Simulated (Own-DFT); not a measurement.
# Which defects push the lattice out? D0_22 TiAl3

Calculated, not measured: single-point runs of Own-DFT, a retired in-house plane-wave DFT program that no person has reviewed, on unrelaxed cells, without spin or spin-orbit coupling.

Settings: PBE; PseudoDojo norm-conserving scalar-relativistic files; cutoff 42 hartree; 4 x 4 x 4 k mesh centred on Gamma; cold (Marzari-Vanderbilt) smearing of 0.2 eV.

Known weak points: forces on such cells failed a check on a denser k mesh; stress not checked against mesh or cutoff.

All runs share one cell, with vectors in Å (-2.365, -6.981, 4.326); (-7.667, 3.491, 1.442); (-2.950, -3.488, -7.241) and a volume of 625.4 Å³. Atoms were moved at random from their sites; u is the rms move along one axis. The defect's site can differ from row to row.

| cell | formula | u (Å) | P (GPa) |
|---|---|---|---|
| no defect | Al30Ti10 | 0.0202 | 1.98 |
| no defect | Al30Ti10 | 0.0203 | 1.98 |
| no defect | Al30Ti10 | 0.0490 | 2.58 |
| two Al on a Ti site each | Al32Ti8 | 0.0301 | 2.89 |
| two Al on a Ti site each | Al32Ti8 | 0.0508 | 3.40 |
| two Al on a Ti site each | Al32Ti8 | 0.0539 | 3.44 |
| two Al vacancies | Al28Ti10 | 0.0309 | 1.23 |
| two Al vacancies | Al28Ti10 | 0.0488 | 1.64 |
| two Al vacancies | Al28Ti10 | 0.0538 | 1.76 |
| one Ti vacancy | Al30Ti9 | 0.0311 | 1.80 |
| one Ti vacancy | Al30Ti9 | 0.0333 | 1.90 |
| one Ti vacancy | Al30Ti9 | 0.0456 | ? |
| one Ti vacancy | Al30Ti9 | 0.0490 | 2.41 |
| two Ti on an Al site each | Al28Ti12 | 0.0330 | 3.19 |
| two Ti on an Al site each | Al28Ti12 | 0.0487 | 3.75 |
| two Ti on an Al site each | Al28Ti12 | 0.0535 | 3.96 |

## What the rows give

P = P0 + c u² + a shift for each defect gives P0 = 1.83 GPa, c = 330 ± 22 GPa/Å² and a scatter of 0.07 GPa. The shifts, and each times the cell's volume:

- two Ti on an Al site each: 1.11 ± 0.06 GPa, 4.3 eV (2.2 eV for each of its 2 sites)
- two Al on a Ti site each: 0.71 ± 0.06 GPa, 2.8 eV (1.4 eV for each of its 2 sites)
- one Ti vacancy: -0.28 ± 0.06 GPa, -1.1 eV
- two Al vacancies: -0.96 ± 0.06 GPa, -3.8 eV (-1.9 eV for each of its 2 sites)

A positive shift means that the defect pushes the cell outwards. Shift times volume (160.2 GPa Å³ is 1 eV) depends little on the cell's size, so, taken for each site, it can be compared between cells at like pressure. The atoms around the defects weren't relaxed, which would change these numbers.

## Test on the hidden row

The question: what pressure belongs in the blank (one Ti vacancy, u = 0.0456 Å)?

Estimate: 2.23 ± 0.08 GPa. The hidden result is 2.12 GPa.
